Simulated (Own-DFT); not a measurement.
# What a defect does to the pressure of its cell: C11b WSi2

Everything here is calculated. The program is Own-DFT (plane waves, in-house, since retired, never reviewed by a person); positions were held fixed, and spin and spin-orbit coupling were off.

Common settings: PBE; PseudoDojo norm-conserving scalar-relativistic files; cutoff 50 hartree; 5 x 5 x 5 k mesh centred on Gamma; cold (Marzari-Vanderbilt) smearing of 0.2 eV.

Known weak points: forces on such cells failed a check on a denser k mesh; stress not checked against mesh or cutoff.

All runs share one cell, with vectors in Å (-2.148, -5.953, 3.409); (-6.444, 2.976, 1.136); (-2.553, -2.948, -6.757) and a volume of 403.2 Å³. u is the rms random offset of the atoms per axis. The defect's site can differ from row to row.

| cell | formula | u (Å) | P (GPa) |
|---|---|---|---|
| no defect | Si20W10 | 0.0171 | 4.51 |
| no defect | Si20W10 | 0.0195 | 4.30 |
| no defect | Si20W10 | 0.0538 | 6.40 |
| one W on a Si site | Si19W11 | 0.0287 | 9.79 |
| one W on a Si site | Si19W11 | 0.0473 | 10.32 |
| one W on a Si site | Si19W11 | 0.0508 | 10.85 |
| one W vacancy | Si20W9 | 0.0329 | 3.66 |
| one W vacancy | Si20W9 | 0.0341 | 3.86 |
| one W vacancy | Si20W9 | 0.0420 | ? |
| one W vacancy | Si20W9 | 0.0458 | 4.28 |
| one Si on a W site | Si21W9 | 0.0292 | 6.39 |
| one Si on a W site | Si21W9 | 0.0428 | 6.66 |
| one Si on a W site | Si21W9 | 0.0494 | 7.19 |
| one Si vacancy | Si19W10 | 0.0319 | 3.43 |
| one Si vacancy | Si19W10 | 0.0538 | 4.00 |
| one Si vacancy | Si19W10 | 0.0559 | 4.84 |

## Fit

P = P0 + c u² + a shift for each defect gives P0 = 4.33 GPa, c = 625 ± 77 GPa/Å² and a scatter of 0.25 GPa. The shifts, and each times the cell's volume:

- one W on a Si site: 4.82 ± 0.21 GPa, 12.1 eV
- one Si on a W site: 1.35 ± 0.21 GPa, 3.4 eV
- one W vacancy: -1.30 ± 0.21 GPa, -3.3 eV
- one Si vacancy: -1.70 ± 0.23 GPa, -4.3 eV

Against the defect-free cell, a freed cell would be larger where the shift is positive and smaller where it is negative (160.2 GPa Å³ is 1 eV). The atoms around the defects weren't relaxed, which would change these numbers.

## Prediction

Asked: what pressure belongs in the blank (one W vacancy, u = 0.0420 Å)?

Estimate: 4.13 ± 0.29 GPa. The run itself gave 3.32 GPa.
